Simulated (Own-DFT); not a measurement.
Hf₃₆O₇₁ (tetragonal hafnia with one neutral oxygen vacancy, atoms displaced) (calculated)

Computed with Own-DFT development build. A calculation, not a measurement: plane-wave PBE and HSE06 DFT by an unreviewed code, no spin, of a simulated cell at Gamma alone, so results move with cell size and shape, stress positive in tension, energies less offsets, not probed for a lower state with spin; hafnium file: forces about 75 meV/angstrom off all-electron values; oxygen file: force components 24 meV/angstrom off all-electron in a glass; k mesh not checked against a denser one; forces and stress are PBE's, HSE06 gives the energy alone, and its difference from PBE has offsets of its own; offsets are fitted by least squares, one for each functional and potential file, so energies compare only between cells with the same atoms and settings and are not formation energies; the far tail of each file's local potential was reset to the Coulomb form; each entry is a single point on an unrelaxed cell, so the pressure reflects the starting lattice, taken from the Materials Project, from which strain is counted, and rises with the displacements; printed positions are rounded, which can move forces by about a meV/angstrom; the program is a retired in-house code; no spin-orbit coupling.

Common to all runs: first functional PBE; second functional HSE06; exact exchange share 0.25; screening 0.11 1/bohr; exchange divergence Gygi-Baldereschi; potential files PseudoDojo norm-conserving, scalar-relativistic, made for PBE, standard set; wave cutoff 48 hartree; occupations fixed; k mesh 1 x 1 x 1 centred on Gamma.

(1) Hf₃₆O₇₁ (tetragonal hafnia with one neutral oxygen vacancy, atoms displaced)

```
cell vectors (Å)
  10.7800     0.0000     0.0000
   0.0000    10.7800     0.0000
   0.0000     0.0000    10.4493
atoms (fractions of the cell vectors)
Hf  0.00319  0.99527  0.01292
Hf  0.16150  0.16891  0.24853
O   0.00008  0.15730  0.15082
O   0.16403  0.00087  0.33103
O   0.99200  0.18378  0.40153
O   0.15932  0.99834  0.08411
Hf  0.02242  0.99250  0.48998
Hf  0.17177  0.16090  0.75195
O   0.00076  0.17530  0.67238
O   0.16830  0.01400  0.84711
O   0.99353  0.16785  0.90057
O   0.17560  0.98775  0.60003
Hf  0.00061  0.34125  0.00401
Hf  0.17630  0.50182  0.25420
O   0.99438  0.50605  0.15909
O   0.16594  0.32975  0.34783
O   0.00939  0.50716  0.40263
O   0.18228  0.33381  0.10579
Hf  0.00508  0.33098  0.49956
Hf  0.17398  0.49679  0.75279
O   0.00957  0.50408  0.65115
O   0.17646  0.33422  0.85364
O   0.00530  0.50237  0.88867
O   0.16836  0.33813  0.59009
Hf  0.00399  0.66757  0.99472
Hf  0.15847  0.83610  0.25068
O   0.97973  0.83732  0.14431
O   0.16436  0.65948  0.36100
O   0.99292  0.83410  0.41587
O   0.16147  0.65590  0.09559
Hf  0.99977  0.66679  0.49746
Hf  0.16576  0.82667  0.75596
O   0.01102  0.83408  0.66523
O   0.15864  0.66486  0.85624
O   0.00242  0.82401  0.90450
O   0.16531  0.65229  0.59793
Hf  0.33743  0.00292  0.00512
Hf  0.48575  0.17545  0.24823
O   0.33550  0.17416  0.15401
O   0.50036  0.99114  0.34277
O   0.32039  0.15750  0.40072
O   0.50739  0.00838  0.09381
Hf  0.33288  0.99717  0.49493
Hf  0.49732  0.17641  0.73186
O   0.33190  0.16569  0.65279
O   0.48718  0.00592  0.83665
O   0.33125  0.16408  0.89837
O   0.49864  0.99853  0.59985
Hf  0.33265  0.33503  0.00552
Hf  0.49898  0.50147  0.25611
O   0.33921  0.49817  0.14796
O   0.50313  0.33058  0.33879
O   0.33533  0.50364  0.40743
O   0.50221  0.33295  0.09828
Hf  0.33673  0.33600  0.48780
Hf  0.50137  0.50530  0.75539
O   0.34397  0.50076  0.65867
O   0.51291  0.33441  0.86016
O   0.34094  0.49394  0.89620
O   0.51173  0.32353  0.60556
Hf  0.33816  0.67167  0.99471
Hf  0.49057  0.83961  0.24066
O   0.34169  0.83601  0.16521
O   0.49122  0.65272  0.35016
O   0.33147  0.84102  0.41476
O   0.50488  0.66385  0.09701
Hf  0.33109  0.65929  0.52016
Hf  0.49281  0.82629  0.75990
O   0.50387  0.67086  0.84645
O   0.31678  0.83174  0.90373
O   0.49725  0.67407  0.60482
Hf  0.67007  0.01443  0.98339
Hf  0.84369  0.16152  0.23853
O   0.67563  0.16108  0.15312
O   0.83485  0.99148  0.35421
O   0.66267  0.15224  0.38600
O   0.82819  0.00604  0.09729
Hf  0.65840  0.98737  0.50048
Hf  0.83459  0.16404  0.74087
O   0.66585  0.17041  0.65325
O   0.82161  0.00841  0.83783
O   0.67080  0.16329  0.90712
O   0.82673  0.00216  0.60895
Hf  0.66851  0.34430  0.00660
Hf  0.83556  0.50362  0.25342
O   0.65830  0.49266  0.14497
O   0.83600  0.32581  0.34992
O   0.66816  0.49877  0.39123
O   0.83541  0.34183  0.10498
Hf  0.66892  0.34568  0.49500
Hf  0.82455  0.49621  0.75771
O   0.66741  0.50797  0.65340
O   0.81393  0.33847  0.86026
O   0.66185  0.49156  0.90828
O   0.83186  0.33866  0.59238
Hf  0.66460  0.66469  0.00914
Hf  0.83032  0.82192  0.25650
O   0.65775  0.82646  0.15472
O   0.82505  0.65934  0.33182
O   0.67425  0.83437  0.40363
O   0.82906  0.66792  0.08394
Hf  0.65640  0.65580  0.49973
Hf  0.82949  0.83458  0.74548
O   0.66215  0.84138  0.65473
O   0.83240  0.67718  0.84864
O   0.66845  0.83136  0.90384
O   0.81971  0.66790  0.59755
```

The calculation gives: PBE energy of cell above offsets -86.476 eV; HSE06 less PBE above offsets 0.637 eV; PBE pressure 5.96 GPa; PBE stress xx -6.01 GPa; PBE stress yy -6.16 GPa; PBE stress zz -5.72 GPa; PBE stress yz 0.52 GPa; PBE stress xz -0.83 GPa; PBE stress xy -0.31 GPa.

Force:
```csv
element,x (eV/Å),y (eV/Å),z (eV/Å)
Hf,-5.063,0.864,-4.379
Hf,0.803,2.024,-0.59
O,2.717,0.591,-0.911
O,-1.141,-0.796,1.603
O,1.849,-4.911,-0.727
O,4.258,-0.759,3.272
Hf,-4.332,2.924,2.252
Hf,-0.24,2.623,0.715
O,1.834,0.099,-3.269
O,-0.444,-4.128,0.597
O,0.164,0.953,2.147
O,-0.508,0.281,-0.67
Hf,-0.524,-0.858,-1.497
Hf,-1.465,-0.012,-0.803
O,2.236,-0.579,-0.74
O,0.72,0.894,-0.169
O,-1.043,-1.204,-0.239
O,-3.998,0.057,0.626
Hf,-1.457,2.858,1.418
Hf,-1.817,-0.252,-0.074
O,-1.846,-0.161,0.393
O,-0.519,-0.157,-0.32
O,-0.652,-1.292,1.856
O,1.888,0.117,0.223
Hf,-2.024,-1.223,-0.306
Hf,0.433,-2.575,-0.861
O,3.74,-0.398,1.587
O,0.338,2.764,-1.71
O,1.044,-1.301,-2.401
O,2.176,1.218,1.397
Hf,-0.112,-2.648,2.924
Hf,1.063,0.933,0.696
O,-1.985,-0.146,-2.003
O,1.483,-0.615,-0.92
O,0.518,3.013,-0.055
O,-0.006,1.229,0.806
Hf,1.317,1.622,-2.62
Hf,6.401,-3.116,-0.194
O,-3.178,-1.337,-1.157
O,-1.182,1.405,0.462
O,0.594,1.969,-0.731
O,-2.197,-0.707,0.027
Hf,2.985,1.215,2.405
Hf,1.427,-1.017,3.383
O,-0.53,0.508,-1.713
O,-0.031,-1.503,1.014
O,0.125,0.716,1.658
O,-1.855,-0.123,-0.924
Hf,2.47,-0.819,-2.305
Hf,0.735,-0.797,-3.001
O,-0.674,0.618,0.843
O,-1.098,1.561,2.698
O,-0.57,-1.589,-0.729
O,-1.324,-0.862,0.776
Hf,-0.785,-1.638,2.305
Hf,0.906,-2.351,1.699
O,-0.77,-0.153,-1.617
O,-1.099,-0.107,-2.12
O,-0.128,2.212,0.793
O,-2.054,2.056,-2.306
Hf,-0.412,-2.581,0.636
Hf,7.049,-0.736,3.494
O,-7.231,-0.188,-3.375
O,0.497,3.17,1.089
O,-0.976,-3.427,-0.782
O,-3.09,0.141,0.259
Hf,0.082,1.898,-1.31
Hf,1.491,3.845,-2.188
O,-0.826,-1.685,1.855
O,1.103,0.706,0.739
O,0.51,-0.08,-0.065
Hf,0.476,-3.346,2.748
Hf,-5.478,-0.71,2.728
O,-1.362,1.063,-0.381
O,1.643,0.398,-1.053
O,-0.471,1.566,2.395
O,1.213,-0.392,-0.33
Hf,1.925,2.81,-0.117
Hf,-1.87,0.143,1.561
O,0.305,-0.098,-0.62
O,0.732,-2.31,1.272
O,-0.512,4.13,-2.041
O,1.926,-0.204,-1.938
Hf,-0.27,-3.994,0.437
Hf,-0.671,-4.823,-2.048
O,1.126,1.018,1.576
O,-0.61,2.158,-0.325
O,-0.414,0.562,0.63
O,1.559,-0.379,-0.399
Hf,1.575,-4.901,0.025
Hf,2.248,0.854,0.048
O,-1.349,-0.389,-0.962
O,1.814,-0.136,-1.348
O,0.179,4.692,-2.085
O,0.199,0.584,0.749
Hf,1.159,1.41,-1.909
Hf,-3.611,3.898,-1.477
O,1.334,-0.563,0.446
O,0.63,1.42,3.091
O,-0.448,-3.1,0.01
O,1.253,-0.646,1.805
Hf,0.756,2.737,0.239
Hf,-0.96,1.213,0.484
O,-0.807,-0.741,0.223
O,-0.05,-2.697,-0.815
O,-0.684,0.198,-0.163
O,1.738,0.331,-1.323
```

(2) Hf₃₆O₇₁ (tetragonal hafnia with one neutral oxygen vacancy, atoms displaced)

```
cell vectors (Å)
  10.7800     0.0000     0.0000
   0.0000    10.7800     0.0000
   0.0000     0.0000    10.4493
atoms (fractions of the cell vectors)
Hf  0.00269  0.00629  0.99895
Hf  0.16353  0.17685  0.24749
O   0.99440  0.16364  0.14997
O   0.17275  0.99912  0.34305
O   0.00023  0.16680  0.40379
O   0.17023  0.00458  0.09075
Hf  0.99110  0.99145  0.50506
Hf  0.16022  0.16417  0.75421
O   0.00105  0.16621  0.65447
O   0.16414  0.00026  0.85055
O   0.00309  0.16170  0.90527
O   0.17140  0.99586  0.59205
Hf  0.99300  0.33567  0.99819
Hf  0.17194  0.49849  0.25019
O   0.00480  0.50215  0.14638
O   0.16744  0.33636  0.34900
O   0.00255  0.49828  0.41072
O   0.15493  0.32723  0.09615
Hf  0.00709  0.33353  0.50079
Hf  0.16838  0.49145  0.74737
O   0.00477  0.50641  0.65402
O   0.16776  0.32812  0.84753
O   0.01227  0.50095  0.90646
O   0.15853  0.33428  0.60418
Hf  0.00062  0.67079  0.00221
Hf  0.15698  0.83887  0.25291
O   0.00177  0.83097  0.14649
O   0.16702  0.66151  0.34938
O   0.00088  0.84173  0.40067
O   0.17423  0.67759  0.09067
Hf  0.00301  0.67253  0.50712
Hf  0.17477  0.82507  0.74631
O   0.00606  0.83254  0.65054
O   0.16763  0.66615  0.84142
O   0.00056  0.83404  0.90225
O   0.16984  0.66739  0.60171
Hf  0.33151  0.00444  0.99917
Hf  0.50341  0.16692  0.25470
O   0.33741  0.17627  0.14871
O   0.49686  0.00373  0.34075
O   0.32947  0.16813  0.40652
O   0.50301  0.99279  0.10014
Hf  0.32763  0.00059  0.50002
Hf  0.50575  0.16548  0.75546
O   0.33135  0.16375  0.65185
O   0.50327  0.00863  0.86251
O   0.32694  0.16840  0.90596
O   0.50036  0.01143  0.59507
Hf  0.32978  0.33627  0.99960
Hf  0.50395  0.50604  0.24526
O   0.33675  0.49968  0.14476
O   0.50179  0.33192  0.35037
O   0.49190  0.33193  0.09206
Hf  0.33110  0.33282  0.49919
Hf  0.49822  0.50321  0.75584
O   0.33076  0.49872  0.65179
O   0.49247  0.34031  0.84479
O   0.33357  0.50494  0.90145
O   0.50844  0.33810  0.59269
Hf  0.33567  0.66880  0.00281
Hf  0.50360  0.82591  0.25052
O   0.33511  0.83356  0.15627
O   0.49223  0.66803  0.34817
O   0.33726  0.83611  0.39461
O   0.50417  0.66330  0.10137
Hf  0.33827  0.66762  0.50628
Hf  0.49682  0.83719  0.74433
O   0.32109  0.83165  0.65469
O   0.51270  0.66898  0.84426
O   0.33437  0.83361  0.90387
O   0.50291  0.66835  0.59368
Hf  0.65868  0.00440  0.99763
Hf  0.83823  0.16335  0.24569
O   0.66156  0.16760  0.14666
O   0.83411  0.00256  0.35120
O   0.66063  0.15919  0.40517
O   0.82760  0.00250  0.10008
Hf  0.66218  0.99400  0.50362
Hf  0.83499  0.16252  0.75449
O   0.66622  0.16301  0.65151
O   0.83122  0.00005  0.84800
O   0.66114  0.16429  0.90870
O   0.84454  0.00647  0.60745
Hf  0.66434  0.33777  0.99839
Hf  0.83963  0.49911  0.24928
O   0.66743  0.49649  0.15254
O   0.83095  0.33336  0.34030
O   0.66789  0.50054  0.39784
O   0.83506  0.33366  0.10107
Hf  0.66576  0.32958  0.49911
Hf  0.83801  0.49470  0.75778
O   0.66039  0.50436  0.65033
O   0.82837  0.33248  0.84179
O   0.66434  0.49622  0.90290
O   0.83291  0.33217  0.58709
Hf  0.66429  0.66568  0.00389
Hf  0.83686  0.82958  0.24178
O   0.67070  0.83141  0.15864
O   0.82639  0.66591  0.35270
O   0.67019  0.84150  0.40077
O   0.83255  0.66826  0.10597
Hf  0.66750  0.66483  0.50510
Hf  0.83905  0.84096  0.74740
O   0.66423  0.83603  0.65438
O   0.83001  0.66316  0.84742
O   0.66157  0.83340  0.89983
O   0.84266  0.66290  0.60564
```

It finds PBE energy of cell above offsets -97.015 eV; HSE06 less PBE above offsets 0.069 eV; PBE pressure 2.24 GPa; PBE stress xx -2.28 GPa; PBE stress yy -1.65 GPa; PBE stress zz -2.8 GPa; PBE stress yz 0.44 GPa; PBE stress xz 1.69 GPa; PBE stress xy -0.16 GPa.

Force:
```csv
element,x (eV/Å),y (eV/Å),z (eV/Å)
Hf,-0.251,-1.979,0.721
Hf,0.968,-1.843,-0.093
O,1.438,-0.174,-0.231
O,-0.267,1.16,-0.336
O,0.469,-0.101,-0.247
O,-1.207,-0.045,1.106
Hf,2.432,2.66,-1.197
Hf,1.817,-0.48,-0.584
O,-0.557,0.104,0.445
O,0.079,-0.615,-0.645
O,-0.785,1.998,-0.923
O,-2.001,0.198,0.575
Hf,0.911,0.02,0.363
Hf,-0.131,1.078,0.043
O,-0.186,0.264,0.825
O,0.46,0.207,0.257
O,-0.316,0.791,-0.96
O,1.046,0.149,0.485
Hf,-2.199,-0.388,-0.358
Hf,-0.345,0.967,0.792
O,-0.838,-0.518,0.589
O,-0.213,0.699,0.265
O,-1.112,-0.414,-0.526
O,2.015,0.042,-0.253
Hf,0.478,0.025,-0.581
Hf,2.933,-0.868,-0.253
O,-0.363,0.143,0.125
O,0.011,0.678,-0.374
O,0.111,-2.263,-0.655
O,-1.384,-0.627,0.482
Hf,0.176,-1.414,-0.602
Hf,-3.341,0.858,2.661
O,-0.822,0.196,-0.352
O,0.036,-0.569,0.571
O,-0.752,0.141,-0.11
O,-0.023,0.152,-0.757
Hf,1.135,-0.445,0.719
Hf,-0.093,-0.053,-0.768
O,-1.11,-0.439,0.95
O,0.162,-1.304,0.945
O,-0.294,0.304,-0.419
O,-0.861,0.153,-0.262
Hf,0.728,0.573,-1.571
Hf,-1.32,0.829,-1.013
O,0.233,0.544,0.891
O,-0.687,-1.244,-2.198
O,0.408,0.088,-0.46
O,-0.918,-1.429,1.122
Hf,-0.121,-0.729,-0.068
Hf,-0.184,-1.522,1.237
O,-0.99,0.048,1.176
O,-0.621,1.062,-0.561
O,1.875,0.764,-0.074
Hf,1.256,0.128,0.568
Hf,0.28,-0.394,-1.336
O,0.982,0.066,-0.595
O,0.389,-1.496,0.28
O,0.002,-0.055,-0.114
O,-2.253,-0.365,0.73
Hf,-0.41,0.602,-0.301
Hf,-1.391,2.862,-0.169
O,-0.264,-0.254,-0.273
O,0.247,-1.314,0.561
O,-0.17,-0.8,2.05
O,-0.399,0.091,0.021
Hf,-1.218,-0.227,-2.166
Hf,0.602,-0.041,1.957
O,5.209,0.149,-1.848
O,-0.807,0.478,0.106
O,0.437,0.125,-0.744
O,-0.961,0.813,0.959
Hf,0.385,-1.514,1.662
Hf,-2.086,-0.157,1.141
O,0.802,0.396,0.743
O,0.496,-0.62,-0.05
O,0.242,0.655,0.015
O,0.98,-0.275,-0.457
Hf,0.78,1.675,-1.024
Hf,-0.249,0.106,-1.7
O,0.853,0.117,1.156
O,0.116,0.181,0.352
O,0.485,2.163,-1.646
O,-2.796,-1.017,0.484
Hf,-0.838,-1.291,1.712
Hf,-0.662,-0.034,1.042
O,0.576,-0.002,-0.632
O,0.12,-0.282,-0.114
O,-0.394,0.438,0.541
O,-0.465,0.271,-1.242
Hf,0.414,0.331,-1.216
Hf,-0.579,2.435,-2.556
O,1.476,0.327,0.675
O,0.497,-0.88,1.381
O,0.196,0.795,-0.037
O,0.704,0.242,1.151
Hf,1.158,0.961,-1.266
Hf,-1.012,0.74,1.45
O,-0.319,-0.661,-0.922
O,0.806,0.47,-0.293
O,-0.562,-1.893,0.573
O,0.356,-0.181,-0.828
Hf,1.942,-0.978,-0.9
Hf,-0.318,-1.848,1.131
O,0.648,0.284,-0.432
O,0.342,0.364,0.6
O,0.272,0.104,0.589
O,-1.533,0.786,-0.68
```
